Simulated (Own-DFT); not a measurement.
AlGa$_{3}$N$_{4}$ (wurtzite random alloy, strained, atoms displaced) (calculated)

All values are calculated (Own-DFT development build). A calculation, not a measurement: plane-wave PBE density functional theory by an unreviewed code, no spin, of a simulated periodic cell, stress positive in tension, free energy of the whole cell less one offset for each atom, forces on such cells passed a denser k mesh, this cell's mesh not checked; offsets are fitted by least squares, one for each functional and potential file, so energies compare only between cells with the same atoms and settings and are not formation energies; the far tail of each file's local potential was reset to the Coulomb form; each entry is a single point on an unrelaxed cell, so the pressure reflects the starting lattice, mostly measured values, from which strain is counted, and rises with the displacements; printed positions are rounded, which can move forces by about a meV/angstrom; the program is a retired in-house code; no spin-orbit coupling.

Settings shared by all entries: functional PBE; potential files PseudoDojo norm-conserving, scalar-relativistic, standard set with the stringent files for Ga; wave cutoff 96 hartree; occupations Gaussian; smearing width 0.01 eV; k mesh 4 x 4 x 3 centred on Gamma.

(1) AlGa$_{3}$N$_{4}$ (wurtzite random alloy, strained, atoms displaced)

```
CELL_PARAMETERS angstrom
9.50920 0.00000 0.00000
-4.75460 8.23530 0.00000
0.00000 0.00000 10.08880
ATOMIC_POSITIONS crystal
Ga 0.12197 0.22263 0.99636
Ga 0.22184 0.11549 0.24938
N 0.11121 0.21441 0.18826
N 0.22032 0.10544 0.43947
Ga 0.11510 0.22778 0.49727
Al 0.21921 0.09890 0.74616
N 0.11171 0.22754 0.69659
N 0.22507 0.10196 0.94637
Ga 0.12325 0.56067 0.00049
Ga 0.21843 0.44256 0.24989
N 0.10600 0.54798 0.18807
N 0.21388 0.43735 0.43926
Ga 0.11529 0.54761 0.50667
Al 0.22269 0.44292 0.74929
N 0.11203 0.56501 0.68754
N 0.22657 0.44584 0.93601
Ga 0.11336 0.89449 0.00060
Ga 0.22628 0.77821 0.24419
N 0.10797 0.89014 0.19201
N 0.21590 0.77581 0.43781
Ga 0.11347 0.88415 0.51157
Ga 0.21778 0.77809 0.74411
N 0.10247 0.88402 0.68771
N 0.21532 0.77187 0.94126
Al 0.44538 0.22810 0.99031
Al 0.55770 0.11422 0.26004
N 0.44869 0.22571 0.18549
N 0.54820 0.10799 0.44424
Al 0.44926 0.22452 0.50103
Ga 0.55046 0.11024 0.75554
N 0.43409 0.21150 0.68338
N 0.55765 0.12117 0.92935
Ga 0.44848 0.56275 0.99511
Ga 0.55421 0.44584 0.24426
N 0.44528 0.56770 0.19173
N 0.55541 0.44887 0.44036
Ga 0.43618 0.55371 0.49125
Al 0.55517 0.44623 0.75350
N 0.45602 0.56710 0.69354
N 0.54841 0.44021 0.94191
Ga 0.44646 0.89376 0.99163
Al 0.55700 0.77769 0.24823
N 0.44133 0.89805 0.18274
N 0.55767 0.77617 0.44026
Ga 0.44739 0.88956 0.50744
Ga 0.55782 0.78471 0.75813
N 0.44426 0.88849 0.68120
N 0.55494 0.78531 0.93604
Ga 0.76882 0.21357 0.00910
Ga 0.89770 0.12031 0.25190
N 0.77055 0.22153 0.18932
N 0.88285 0.10880 0.43715
Ga 0.78115 0.22807 0.49903
Ga 0.88670 0.11413 0.74541
N 0.78039 0.20665 0.68869
N 0.89757 0.12121 0.93469
Al 0.77855 0.54527 0.00274
Ga 0.88929 0.45225 0.24918
N 0.76822 0.55132 0.19625
N 0.89515 0.44460 0.44431
Al 0.77733 0.54955 0.49305
Ga 0.88066 0.43677 0.74833
N 0.76697 0.56598 0.69304
N 0.88329 0.43828 0.93706
Ga 0.77321 0.88383 0.98680
Ga 0.89389 0.77817 0.24203
N 0.78090 0.89766 0.18916
N 0.88756 0.78357 0.43845
Ga 0.77276 0.89443 0.50393
Ga 0.89771 0.77747 0.75194
N 0.77493 0.89320 0.68638
N 0.88719 0.77181 0.93564
```

```
free energy of cell above offsets : -7.732 eV
pressure                          : 10.71 GPa
stress xx                         : -7.51 GPa
stress yy                         : -8.4 GPa
stress zz                         : -16.23 GPa
stress yz                         : 0.43 GPa
stress xz                         : 0.77 GPa
stress xy                         : -0.1 GPa
```

Force:
```csv
element,x (eV/Å),y (eV/Å),z (eV/Å)
Ga,-1.326,-0.134,-0.072
Ga,1.751,-1.045,0.539
N,-0.644,2.094,-0.436
N,0.653,1.289,0.928
Ga,0.08,-2.775,1.115
Al,-1.076,1.585,0.517
N,1.676,-0.459,-0.73
N,0.353,2.267,-2.767
Ga,-1.351,-1.778,-0.549
Ga,0.51,-0.219,-0.735
N,0.074,0.837,0.212
N,0.817,0.993,-0.631
Ga,-1.403,1.847,-1.398
Al,0.311,1.242,-0.153
N,0.807,-2.429,1.574
N,0.153,0.052,-0.213
Ga,-0.217,-2.353,0.934
Ga,-0.952,0.132,0.899
N,1.414,0.05,-0.889
N,1.566,-0.64,0.224
Ga,-1.447,0.108,-4.278
Ga,0.971,0.383,1.102
N,1.487,1.718,2.236
N,0.517,1.572,-1.074
Al,0.37,-1.224,1.831
Al,-0.847,-0.37,-1.428
N,0.291,-0.685,-0.43
N,0.449,1.174,-0.649
Al,-1.288,-0.113,-0.985
Ga,0.882,-0.14,-3.841
N,-0.104,1.514,1.292
N,-0.653,-0.551,3.324
Ga,-0.295,-0.39,0.714
Ga,-1.392,-0.592,1.002
N,0.094,-0.951,-0.559
N,0.859,-1.437,0.08
Ga,1.381,0.684,1.692
Al,-0.738,-0.07,-0.95
N,-1.373,-2.229,-0.161
N,1.291,0.89,-0.537
Ga,-1.271,0.509,1.031
Al,-0.112,1.999,0.364
N,1.964,0.072,0.944
N,-1.429,0.124,-1.523
Ga,-0.416,-0.778,-3.668
Ga,0.227,-0.276,-3.377
N,-0.637,0.137,4.173
N,0.045,-0.61,1.634
Ga,1.183,0.783,-2.118
Ga,-1.079,-1.232,-0.818
N,0.111,0.213,2.134
N,0.586,1.307,0.634
Ga,-0.24,-1.466,0.117
Ga,2.886,-1.48,1.375
N,-4.412,2.987,-1.06
N,-0.328,-1.128,1.017
Al,-0.802,0.79,-0.506
Ga,0.277,-1.234,0.395
N,1.508,0.993,-2.265
N,-1.327,0.685,-0.533
Al,-0.974,2.088,0.942
Ga,-0.169,0.479,-0.23
N,1.636,-2.64,-1.586
N,0.233,0.507,1.09
Ga,1.214,1.862,1.837
Ga,-1.869,0.553,1.732
N,-0.627,-1.295,-0.805
N,0.67,-1.481,0.446
Ga,1.44,-1.082,-1.198
Ga,-2.964,-0.172,-0.599
N,0.978,-0.312,1.874
N,0.05,-0.749,1.802
```

(2) AlGa$_{3}$N$_{4}$ (wurtzite random alloy, strained, atoms displaced)

```
CELL_PARAMETERS angstrom
9.50920 0.00000 0.00000
-4.75460 8.23530 0.00000
0.00000 0.00000 10.08880
ATOMIC_POSITIONS crystal
Ga 0.10623 0.21226 0.99746
Ga 0.23101 0.11218 0.24728
N 0.11531 0.21952 0.19306
N 0.21954 0.11901 0.44251
Ga 0.11169 0.23536 0.50247
Al 0.22201 0.11339 0.75794
N 0.11313 0.22379 0.69710
N 0.22361 0.11760 0.93400
Ga 0.11904 0.54786 0.00477
Ga 0.22970 0.44944 0.25694
N 0.10585 0.55042 0.18886
N 0.22899 0.44960 0.43568
Ga 0.10470 0.55734 0.50085
Ga 0.22640 0.44666 0.75063
N 0.09170 0.54475 0.69194
N 0.21067 0.43086 0.94119
Ga 0.11760 0.89482 0.99544
Al 0.21925 0.76698 0.24908
N 0.11611 0.89109 0.19038
N 0.22605 0.77813 0.43654
Al 0.10551 0.87761 0.49892
Ga 0.21342 0.76733 0.75817
N 0.10834 0.88807 0.69615
N 0.23210 0.77348 0.93812
Ga 0.43843 0.21809 0.99553
Ga 0.56238 0.10930 0.25052
N 0.44121 0.21201 0.19261
N 0.55676 0.11819 0.43520
Al 0.44268 0.21872 0.49998
Ga 0.56080 0.12252 0.74180
N 0.45856 0.23142 0.69585
N 0.55157 0.10935 0.93376
Al 0.45709 0.55883 0.00625
Ga 0.55716 0.44544 0.23668
N 0.44756 0.55665 0.18917
N 0.55277 0.44490 0.44375
Ga 0.44026 0.55847 0.50148
Ga 0.54793 0.44381 0.75214
N 0.44107 0.54196 0.69284
N 0.56280 0.44598 0.93539
Al 0.44767 0.88854 0.00811
Ga 0.56213 0.78642 0.25327
N 0.43793 0.88808 0.18761
N 0.55667 0.78034 0.43957
Ga 0.44072 0.87645 0.49992
Ga 0.55081 0.77261 0.74902
N 0.44249 0.89063 0.69794
N 0.54336 0.77335 0.94435
Ga 0.77025 0.22354 0.00609
Al 0.88136 0.10828 0.24917
N 0.78022 0.21398 0.19025
N 0.88533 0.11080 0.44342
Al 0.77571 0.21496 0.50105
Ga 0.88797 0.10869 0.74832
N 0.77730 0.22497 0.68814
N 0.88186 0.11504 0.93424
Al 0.78018 0.56087 0.99974
Ga 0.89655 0.44325 0.25020
N 0.77536 0.56503 0.19338
N 0.89222 0.44899 0.44346
Ga 0.76243 0.54905 0.50248
Ga 0.89241 0.44580 0.75077
N 0.77501 0.54942 0.68622
N 0.88773 0.44319 0.93907
Ga 0.77883 0.89415 0.00232
Ga 0.89675 0.78540 0.24456
N 0.78072 0.89734 0.18817
N 0.89074 0.77764 0.43290
Ga 0.77445 0.88823 0.50343
Ga 0.88555 0.77667 0.75159
N 0.78135 0.88830 0.68802
N 0.89815 0.77569 0.94339
```

```
free energy of cell above offsets : -8.619 eV
pressure                          : 10.55 GPa
stress xx                         : -9.58 GPa
stress yy                         : -6.65 GPa
stress zz                         : -15.41 GPa
stress yz                         : 0.24 GPa
stress xz                         : 0.1 GPa
stress xy                         : -0.92 GPa
```

Force:
```csv
element,x (eV/Å),y (eV/Å),z (eV/Å)
Ga,-1.278,0.755,1.078
Ga,-1.713,-0.483,1.659
N,-1.597,-0.004,-0.16
N,1.366,-1.404,0.658
Ga,0.704,-1.769,0.122
Al,0.705,-0.273,-3.164
N,0.558,-0.406,-0.708
N,0.273,-1.096,0.852
Ga,-1.76,0.533,-1.253
Ga,-0.207,-1.225,-2.555
N,1.495,1.243,0.972
N,-1.571,0.492,2.08
Ga,0.89,0.01,0.286
Ga,-1.645,-0.583,0.76
N,4.355,2.182,-1.177
N,2.619,1.366,0.046
Ga,1.102,-0.835,0.554
Al,-0.645,1.307,-0.331
N,1.193,-0.834,-0.434
N,-1.173,-0.14,-0.294
Al,-0.373,1.84,0.419
Ga,0.119,0.798,-1.649
N,0.553,0.822,-1.147
N,-0.505,0.451,2.419
Ga,1.327,0.561,0.559
Ga,-1.198,-0.052,-0.184
N,1.404,1.799,-1.477
N,0.598,-0.644,1.843
Al,-0.784,0.72,0.164
Ga,0.984,-1.744,1.33
N,-3.376,-1.526,-1.944
N,0.149,-0.874,1.484
Al,-1.384,-0.776,-1.296
Ga,-0.019,-1.041,2.355
N,-0.479,0.833,-0.253
N,-1.225,-1.374,-1.174
Ga,1.662,-0.545,-0.135
Ga,2.828,-0.05,-0.347
N,-1.809,2.666,-1.048
N,-0.776,0.868,2.489
Al,-0.797,0.527,-2.208
Ga,-0.272,-0.84,-1.134
N,0.377,-0.763,0.938
N,0.414,-0.577,0.281
Ga,-0.965,2.293,1.1
Ga,0.022,0.567,0.699
N,0.152,-0.784,-1.563
N,1.531,-0.25,0.048
Ga,0.155,0.124,-1.946
Al,2.589,0.636,0.993
N,-0.445,1.082,0.623
N,-0.315,0.394,-1.147
Al,-0.814,1.347,-0.063
Ga,-0.609,0.742,-0.321
N,1.075,-0.469,-1.056
N,0.653,-0.832,1.197
Al,0.979,-0.892,0.177
Ga,-2.264,-0.292,0.733
N,1.778,-1.074,-1.905
N,-0.893,-1.98,-0.74
Ga,1.723,1.05,-1.005
Ga,-2.974,-1.75,0.896
N,-0.628,0.964,1.501
N,-0.52,0.86,1.448
Ga,-0.098,-0.466,-1.313
Ga,-0.51,-0.013,0.524
N,0.064,-0.119,0.763
N,-0.106,0.141,1.44
Ga,1.543,0.071,-1.088
Ga,0.727,-0.886,-0.212
N,-1.163,-0.534,0.943
N,-1.776,0.152,-0.001
```

(3) AlGa$_{3}$N$_{4}$ (wurtzite random alloy, strained, atoms displaced)

```
CELL_PARAMETERS angstrom
9.50920 0.00000 0.00000
-4.75460 8.23530 0.00000
0.00000 0.00000 10.08880
ATOMIC_POSITIONS crystal
Ga 0.10990 0.21829 0.99601
Al 0.21749 0.10862 0.24764
N 0.11170 0.21717 0.19407
N 0.22431 0.10665 0.44416
Ga 0.11725 0.22451 0.50754
Ga 0.21827 0.10820 0.75307
N 0.10105 0.21728 0.69400
N 0.21764 0.11351 0.93750
Al 0.10146 0.54784 0.00440
Ga 0.21543 0.43895 0.24845
N 0.11337 0.56645 0.19218
N 0.21668 0.43661 0.43566
Ga 0.12007 0.56043 0.50583
Ga 0.23261 0.44652 0.75121
N 0.11821 0.56513 0.69327
N 0.22998 0.45796 0.94764
Ga 0.11173 0.89306 0.00153
Ga 0.22386 0.78409 0.24632
N 0.10081 0.87713 0.18582
N 0.22826 0.79128 0.44503
Ga 0.11114 0.89631 0.49085
Al 0.22034 0.77629 0.75053
N 0.10855 0.88753 0.68562
N 0.22213 0.77618 0.94651
Ga 0.45036 0.22762 0.00619
Ga 0.56285 0.10625 0.24613
N 0.44564 0.21822 0.19435
N 0.56045 0.11762 0.44180
Ga 0.44236 0.22066 0.50441
Ga 0.56445 0.11983 0.74423
N 0.44800 0.22105 0.69409
N 0.55312 0.10805 0.93108
Ga 0.44505 0.55577 0.00222
Ga 0.56547 0.44426 0.25226
N 0.44215 0.54918 0.18656
N 0.55885 0.44695 0.43707
Ga 0.46569 0.57302 0.49582
Ga 0.56701 0.45612 0.74422
N 0.44812 0.56578 0.68872
N 0.55366 0.43567 0.93362
Al 0.44980 0.88717 0.99768
Al 0.54746 0.77238 0.25434
N 0.44086 0.87911 0.19892
N 0.55844 0.77906 0.44492
Al 0.44721 0.89102 0.50467
Ga 0.55222 0.77239 0.75030
N 0.44161 0.89761 0.68688
N 0.56067 0.77566 0.93777
Ga 0.77573 0.22427 0.99592
Ga 0.89239 0.10687 0.24937
N 0.77434 0.21965 0.19714
N 0.89775 0.12134 0.43670
Ga 0.76300 0.22026 0.50500
Ga 0.88515 0.11890 0.75472
N 0.76890 0.21518 0.69234
N 0.89410 0.10960 0.94371
Ga 0.77919 0.55584 0.00815
Ga 0.88923 0.43837 0.25083
N 0.78390 0.56826 0.18566
N 0.89605 0.44658 0.44664
Ga 0.76873 0.55085 0.50663
Al 0.88037 0.43861 0.75049
N 0.78649 0.55942 0.68415
N 0.89552 0.44939 0.93868
Al 0.78258 0.88598 0.99880
Ga 0.87651 0.76620 0.25515
N 0.76934 0.88656 0.18028
N 0.88684 0.77944 0.43605
Ga 0.77673 0.89698 0.49893
Al 0.89170 0.78340 0.75558
N 0.77806 0.89374 0.69112
N 0.88840 0.77672 0.94405
```

```
free energy of cell above offsets : -8.567 eV
pressure                          : 10.53 GPa
stress xx                         : -7.93 GPa
stress yy                         : -8.23 GPa
stress zz                         : -15.41 GPa
stress yz                         : -0.3 GPa
stress xz                         : -0.07 GPa
stress xy                         : -1.5 GPa
```

Force:
```csv
element,x (eV/Å),y (eV/Å),z (eV/Å)
Ga,0.015,1.784,1.108
Al,0.95,-0.614,0.653
N,0.316,-0.044,-1.088
N,-0.667,2.278,-2.074
Ga,-0.494,-0.35,-1.05
Ga,0.526,-0.155,-1.089
N,1.151,1.262,0.371
N,1.587,-0.152,1.054
Al,1.426,2.045,-0.171
Ga,0.291,0.685,-0.167
N,0.13,-2.187,-0.91
N,1.122,1.734,1.135
Ga,-0.348,0.238,-0.933
Ga,-1.63,-0.124,0.477
N,-0.626,-1.739,0.942
N,-1.275,-1.711,-0.811
Ga,0.612,-0.591,-0.705
Ga,-0.517,-0.312,1.394
N,-0.432,2.383,1.583
N,1.3,-0.966,-0.729
Ga,-0.06,-2.183,1.611
Al,-0.152,1.299,0.454
N,-0.198,-0.582,1.271
N,0.677,-0.132,-0.924
Ga,-0.397,-1.389,-1.084
Ga,-1.874,-0.673,1.22
N,-0.627,-0.356,0.22
N,-1.423,-2.252,-0.597
Ga,0.097,0.078,-0.396
Ga,-2.432,-2.357,1.104
N,-1.432,1.372,-0.555
N,0.298,-0.487,2.215
Ga,1.001,0.098,-0.506
Ga,-1.218,-0.224,-1.027
N,0.312,0.936,1.993
N,-0.402,-0.671,0.874
Ga,-1.798,-3.472,0.555
Ga,-0.65,-1.293,0.607
N,1.021,-2.026,-0.918
N,0.135,1.758,0.699
Al,-0.645,-0.362,0.122
Al,1.155,-0.194,-0.869
N,1.082,1.001,-2.053
N,-1.471,2.272,-1.863
Al,-0.807,0.375,-0.773
Ga,-0.484,2.779,0.084
N,0.434,-1.398,0.567
N,-0.247,1.109,0.957
Ga,0.375,-0.637,0.778
Ga,-0.677,-0.316,-0.103
N,1.511,0.605,-2.013
N,-0.906,-0.778,1.076
Ga,3.391,1.413,-0.929
Ga,0.793,-1.48,-0.132
N,1.86,3.142,-0.115
N,-1.605,-0.609,0.07
Ga,-0.379,-0.108,-2.712
Ga,-0.08,1.333,1.099
N,0.461,-3.654,1.465
N,-1.157,-0.07,-0.382
Ga,2.165,1.16,-2.44
Al,1.407,1.161,-0.459
N,0.059,0.574,3.046
N,-0.701,-0.803,-0.532
Al,-0.991,0.174,-0.34
Ga,0.007,3.148,-0.869
N,-0.337,-0.618,1.517
N,-0.555,-0.345,1.567
Ga,1.5,0.671,0.323
Al,0.202,0.075,-0.975
N,0.716,-0.652,0.466
N,-0.391,0.124,-1.384
```
